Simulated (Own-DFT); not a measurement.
Simulation results for Hf32O63 (monoclinic hafnia with one vacancy, atoms displaced)

Computed with Own-DFT development build. A calculation, not a measurement: plane-wave density functional theory by an unreviewed code, no spin, of a simulated periodic cell, stress positive in tension, run twice, with PBE and with PBEsol, both on files made for PBE, so the change isn't that of files made for PBEsol, defect cell not probed for a lower state with spin; hafnium file: forces about 75 meV/angstrom off all-electron values; oxygen file: force components 24 meV/angstrom off all-electron in one glass; forces on such cells passed a denser k mesh, this cell's mesh not checked; the far tail of each file's local potential was reset to the Coulomb form; each entry is a single point on an unrelaxed cell, so the pressure reflects the starting lattice, mostly measured values (interpolated for alloys), from which strain is counted, and rises with the displacements; printed positions are rounded, which can move forces by about a meV/angstrom; the program, named Own-DFT, is a retired in-house code; no spin-orbit coupling; stress was not checked against mesh or cutoff.

```yaml
- formula: Hf32O63
  kind: "monoclinic hafnia with one vacancy, atoms displaced"
  structure:
    cell_angstrom: [[10.234, 0.0, 0.0], [0.0, 10.35, 0.0], [-1.6955, 0.0, 10.4453]]
    atoms_fractional:
      - [Hf, 0.13362, 0.02428, 0.10373]
      - [Hf, 0.36615, 0.26507, 0.14698]
      - [Hf, 0.36935, 0.47326, 0.39385]
      - [Hf, 0.13587, 0.23157, 0.35847]
      - [O, 0.03174, 0.16882, 0.17444]
      - [O, 0.46289, 0.41391, 0.08043]
      - [O, 0.45659, 0.32874, 0.31731]
      - [O, 0.03947, 0.089, 0.42795]
      - [O, 0.23219, 0.37856, 0.24161]
      - [O, 0.27306, 0.12739, 0.01632]
      - [O, 0.2726, 0.12418, 0.26036]
      - [O, 0.22643, 0.37096, 0.49154]
      - [Hf, 0.13895, 0.02006, 0.60344]
      - [Hf, 0.35902, 0.27093, 0.65033]
      - [Hf, 0.35714, 0.47916, 0.89611]
      - [Hf, 0.12992, 0.23484, 0.85088]
      - [O, 0.04441, 0.16966, 0.66892]
      - [O, 0.46312, 0.41809, 0.57781]
      - [O, 0.46076, 0.33605, 0.82517]
      - [O, 0.03908, 0.0798, 0.93057]
      - [O, 0.23511, 0.38015, 0.753]
      - [O, 0.27878, 0.12731, 0.5108]
      - [O, 0.27548, 0.1229, 0.75531]
      - [O, 0.22941, 0.36732, 0.99166]
      - [Hf, 0.14518, 0.53119, 0.09875]
      - [Hf, 0.36075, 0.77094, 0.15079]
      - [Hf, 0.36799, 0.9791, 0.39864]
      - [Hf, 0.13894, 0.73635, 0.35455]
      - [O, 0.03441, 0.66748, 0.16766]
      - [O, 0.46405, 0.91208, 0.07527]
      - [O, 0.4627, 0.83788, 0.33419]
      - [O, 0.04695, 0.58779, 0.42784]
      - [O, 0.23492, 0.87739, 0.23968]
      - [O, 0.28295, 0.62556, 0.01305]
      - [O, 0.2714, 0.61471, 0.26241]
      - [O, 0.23193, 0.87754, 0.49766]
      - [Hf, 0.13911, 0.51828, 0.59205]
      - [Hf, 0.35691, 0.76827, 0.63909]
      - [Hf, 0.36608, 0.96717, 0.90065]
      - [Hf, 0.13757, 0.72518, 0.85538]
      - [O, 0.0444, 0.66748, 0.6685]
      - [O, 0.45843, 0.91079, 0.57283]
      - [O, 0.45687, 0.83451, 0.83071]
      - [O, 0.03566, 0.57883, 0.92443]
      - [O, 0.21904, 0.87035, 0.73571]
      - [O, 0.28009, 0.6239, 0.51339]
      - [O, 0.27352, 0.61853, 0.76135]
      - [O, 0.22656, 0.87342, 0.98655]
      - [Hf, 0.63549, 0.01843, 0.10882]
      - [Hf, 0.86827, 0.26422, 0.13998]
      - [Hf, 0.85859, 0.47945, 0.39283]
      - [Hf, 0.64447, 0.23453, 0.358]
      - [O, 0.54149, 0.17965, 0.17471]
      - [O, 0.95911, 0.41213, 0.07824]
      - [O, 0.96071, 0.33297, 0.32461]
      - [O, 0.53611, 0.08467, 0.42367]
      - [O, 0.72143, 0.37376, 0.2269]
      - [O, 0.78508, 0.13369, 0.00649]
      - [O, 0.77619, 0.12283, 0.26161]
      - [O, 0.72685, 0.36718, 0.49866]
      - [Hf, 0.63346, 0.01384, 0.60277]
      - [Hf, 0.8586, 0.26703, 0.65373]
      - [Hf, 0.85578, 0.48864, 0.8947]
      - [Hf, 0.63826, 0.22499, 0.85264]
      - [O, 0.53213, 0.16329, 0.67246]
      - [O, 0.96359, 0.41927, 0.57247]
      - [O, 0.9619, 0.33726, 0.82136]
      - [O, 0.53187, 0.08233, 0.91747]
      - [O, 0.72014, 0.37604, 0.74074]
      - [O, 0.77584, 0.12198, 0.50744]
      - [O, 0.76909, 0.1296, 0.76439]
      - [O, 0.72833, 0.36906, 0.9902]
      - [Hf, 0.63278, 0.52833, 0.10193]
      - [Hf, 0.85953, 0.77348, 0.15027]
      - [Hf, 0.85801, 0.98235, 0.39154]
      - [Hf, 0.64118, 0.73199, 0.34977]
      - [O, 0.53662, 0.67019, 0.16674]
      - [O, 0.96811, 0.91205, 0.07299]
      - [O, 0.96225, 0.8393, 0.33366]
      - [O, 0.53668, 0.587, 0.42481]
      - [O, 0.72623, 0.88254, 0.23923]
      - [O, 0.76286, 0.62013, 0.26923]
      - [O, 0.72162, 0.86916, 0.49674]
      - [Hf, 0.63362, 0.51541, 0.60532]
      - [Hf, 0.86147, 0.77657, 0.64479]
      - [Hf, 0.86737, 0.97193, 0.9013]
      - [Hf, 0.63625, 0.72948, 0.84709]
      - [O, 0.5291, 0.65852, 0.67381]
      - [O, 0.95474, 0.91836, 0.5829]
      - [O, 0.96188, 0.84641, 0.83128]
      - [O, 0.54081, 0.58412, 0.91762]
      - [O, 0.72555, 0.88081, 0.7413]
      - [O, 0.77343, 0.63122, 0.50541]
      - [O, 0.77592, 0.61909, 0.75674]
      - [O, 0.72179, 0.86967, 0.98406]
  settings:
    functional: "PBE, then PBEsol"
    potential_files: "PseudoDojo norm-conserving, scalar-relativistic, standard set"
    "wave_cutoff [hartree]": 72.0
    occupations: Fermi-Dirac
    "smearing_width [eV]": 0.1
    k_mesh: "2 x 2 x 2 centred on Gamma"
  results:
    "PBE_pressure [GPa]": 5.97
    "PBE_stress_xx [GPa]": -6.9
    "PBE_stress_yy [GPa]": -5.31
    "PBE_stress_zz [GPa]": -5.72
    "PBE_stress_yz [GPa]": -0.72
    "PBE_stress_xz [GPa]": -0.28
    "PBE_stress_xy [GPa]": 1.36
    "PBEsol_pressure [GPa]": -0.42
    "PBEsol_stress_xx [GPa]": -0.47
    "PBEsol_stress_yy [GPa]": 1.02
    "PBEsol_stress_zz [GPa]": 0.7
    "PBEsol_stress_yz [GPa]": -0.71
    "PBEsol_stress_xz [GPa]": 0.04
    "PBEsol_stress_xy [GPa]": 1.32
    force_element: [Hf, Hf, Hf, Hf, O, O, O, O, O, O, O, O, Hf, Hf, Hf, Hf, O, O, O, O, O, O, O, O, Hf, Hf, Hf, Hf, O, O, O, O, O, O, O, O, Hf, Hf, Hf, Hf, O, O, O, O, O, O, O, O, Hf, Hf, Hf, Hf, O, O, O, O, O, O, O, O, Hf, Hf, Hf, Hf, O, O, O, O, O, O, O, O, Hf, Hf, Hf, Hf, O, O, O, O, O, O, O, Hf, Hf, Hf, Hf, O, O, O, O, O, O, O, O]
    "PBE_force_x [eV/angstrom]": [1.824, -1.87, -0.99, 1.184, 1.614, 0.984, 2.263, -1.498, -1.255, 0.182, -0.152, -0.154, 0.597, 0.342, 1.492, 1.96, -1.846, 0.214, 1.378, -0.442, -1.858, -0.181, -0.243, -1.053, -1.279, 0.288, -1.592, 0.5, -0.763, 0.912, 1.768, -1.84, -1.689, -0.338, 0.394, -1.414, -0.272, -0.429, -1.786, 0.477, -1.638, 1.85, 2.131, 0.092, -0.109, 0.378, 0.173, -0.883, -0.161, -2.255, 0.821, -0.71, 1.303, 1.866, 0.127, 0.333, -0.238, -1.336, -0.084, -0.141, -0.082, 0.62, -0.294, -1.165, 0.066, -0.22, -0.019, 0.431, 0.118, -0.055, 1.652, -0.458, 0.564, 0.848, 0.132, -1.8, -0.988, -0.889, 1.07, -0.109, -0.452, 2.101, -0.044, 0.525, 0.2, -2.279, -0.598, 0.201, 1.554, 2.782, -0.154, -0.435, 0.343, -0.135, 0.019]
    "PBE_force_y [eV/angstrom]": [0.634, 0.52, 0.392, 0.393, -1.51, 1.453, 0.165, -1.316, 0.472, -0.386, -0.802, -0.217, 0.136, -0.807, -0.931, -0.984, 0.801, -0.436, -0.339, 1.027, -0.114, 0.33, -0.904, 0.637, -3.828, -0.15, 2.166, -0.851, 0.981, 0.197, -1.818, 0.172, 0.247, 1.152, 1.467, -1.315, -0.242, -0.735, 3.632, 0.821, 0.904, 0.504, -2.191, 0.923, 0.536, 1.087, 0.322, -1.432, 2.212, 2.236, -0.796, -0.393, -2.578, 1.858, 0.473, 0.179, 0.843, -1.624, -0.699, 0.315, 1.402, 0.219, -2.416, 1.392, -0.141, -0.462, 0.279, -0.432, 0.631, 0.568, -1.588, 0.894, -2.769, -0.441, 1.327, -0.217, 1.139, -0.999, -1.253, -0.194, -0.348, -0.022, -0.002, 0.872, -1.747, 3.301, 0.017, 0.717, 1.28, -3.743, -0.178, -0.141, -0.002, 0.607, -0.342]
    "PBE_force_z [eV/angstrom]": [0.685, -1.405, -0.139, -0.843, 0.315, -0.634, 2.857, -0.519, -0.435, -0.534, 0.523, -0.068, 0.937, 0.208, 0.067, 0.954, 0.362, -0.314, 0.419, -1.339, -1.835, 0.03, 0.897, -0.262, 1.938, -0.518, -0.596, 0.199, 0.829, 1.387, -1.302, -2.24, 0.232, -0.106, -0.175, -1.926, 2.816, 1.687, -1.412, -1.604, 0.676, 1.027, -1.268, -0.603, 0.271, -0.788, 0.344, 0.742, -1.788, -0.005, 0.809, -1.001, -0.606, -0.711, 0.876, -0.261, 1.925, 0.408, -0.025, -1.153, 0.497, -1.41, 1.187, 1.116, -0.357, 0.126, 0.546, 1.419, -0.144, 0.701, -0.997, -1.127, -0.603, -1.446, 2.054, 2.451, 0.804, 1.44, -0.703, -0.761, 0.165, -1.967, -1.523, -0.093, 0.041, -0.242, 0.395, 0.039, -0.805, -1.621, 0.549, -0.345, 0.649, 0.491, 1.471]
    "PBEsol_force_x [eV/angstrom]": [1.791, -1.83, -0.978, 1.163, 1.578, 0.956, 2.191, -1.444, -1.137, 0.096, -0.209, -0.096, 0.616, 0.321, 1.429, 1.927, -1.793, 0.213, 1.314, -0.428, -1.731, -0.25, -0.295, -0.956, -1.223, 0.272, -1.55, 0.495, -0.724, 0.88, 1.706, -1.762, -1.575, -0.41, 0.324, -1.308, -0.272, -0.448, -1.727, 0.507, -1.576, 1.792, 2.068, 0.104, -0.046, 0.305, 0.105, -0.791, -0.153, -2.206, 0.794, -0.678, 1.27, 1.786, 0.116, 0.324, -0.188, -1.353, -0.148, -0.076, -0.074, 0.579, -0.234, -1.109, 0.074, -0.216, -0.025, 0.433, 0.181, -0.114, 1.545, -0.367, 0.418, 0.889, 0.104, -1.736, -0.946, -0.898, 1.025, -0.097, -0.373, 1.975, 0.019, 0.497, 0.175, -2.215, -0.643, 0.211, 1.496, 2.694, -0.143, -0.359, 0.273, -0.207, 0.087]
    "PBEsol_force_y [eV/angstrom]": [0.691, 0.571, 0.334, 0.327, -1.457, 1.428, 0.15, -1.29, 0.457, -0.377, -0.766, -0.199, 0.2, -0.761, -0.982, -0.986, 0.786, -0.391, -0.343, 0.969, -0.135, 0.313, -0.854, 0.643, -3.685, -0.088, 2.058, -0.894, 0.98, 0.202, -1.776, 0.16, 0.217, 1.104, 1.44, -1.282, -0.163, -0.677, 3.482, 0.76, 0.894, 0.514, -2.138, 0.894, 0.502, 1.068, 0.32, -1.398, 2.193, 2.243, -0.832, -0.448, -2.497, 1.795, 0.442, 0.143, 0.815, -1.566, -0.689, 0.309, 1.41, 0.271, -2.511, 1.308, -0.122, -0.423, 0.233, -0.437, 0.606, 0.54, -1.507, 0.87, -2.734, -0.25, 1.269, -0.281, 1.108, -0.956, -1.234, -0.215, -0.349, -0.011, 0.008, 0.893, -1.626, 3.171, 0.01, 0.709, 1.232, -3.654, -0.166, -0.153, 0.002, 0.581, -0.323]
    "PBEsol_force_z [eV/angstrom]": [0.613, -1.337, -0.115, -0.846, 0.341, -0.662, 2.736, -0.459, -0.406, -0.487, 0.502, -0.066, 0.891, 0.25, 0.067, 0.89, 0.416, -0.358, 0.344, -1.228, -1.762, 0.041, 0.834, -0.276, 1.879, -0.493, -0.544, 0.173, 0.856, 1.298, -1.319, -2.12, 0.233, -0.098, -0.19, -1.863, 2.701, 1.657, -1.341, -1.618, 0.719, 0.938, -1.267, -0.53, 0.253, -0.748, 0.346, 0.719, -1.77, 0.007, 0.84, -1.022, -0.528, -0.747, 0.815, -0.194, 1.886, 0.405, -0.006, -1.124, 0.444, -1.34, 1.102, 1.056, -0.291, 0.052, 0.474, 1.429, -0.15, 0.662, -0.98, -1.111, -0.539, -1.303, 2.031, 2.395, 0.835, 1.343, -0.743, -0.695, 0.157, -1.913, -1.478, -0.113, 0.041, -0.196, 0.286, 0.08, -0.829, -1.617, 0.584, -0.346, 0.61, 0.501, 1.436]
    "rms_change_of_force_components_from_PBE_to_PBEsol [eV/angstrom]": 0.055
```
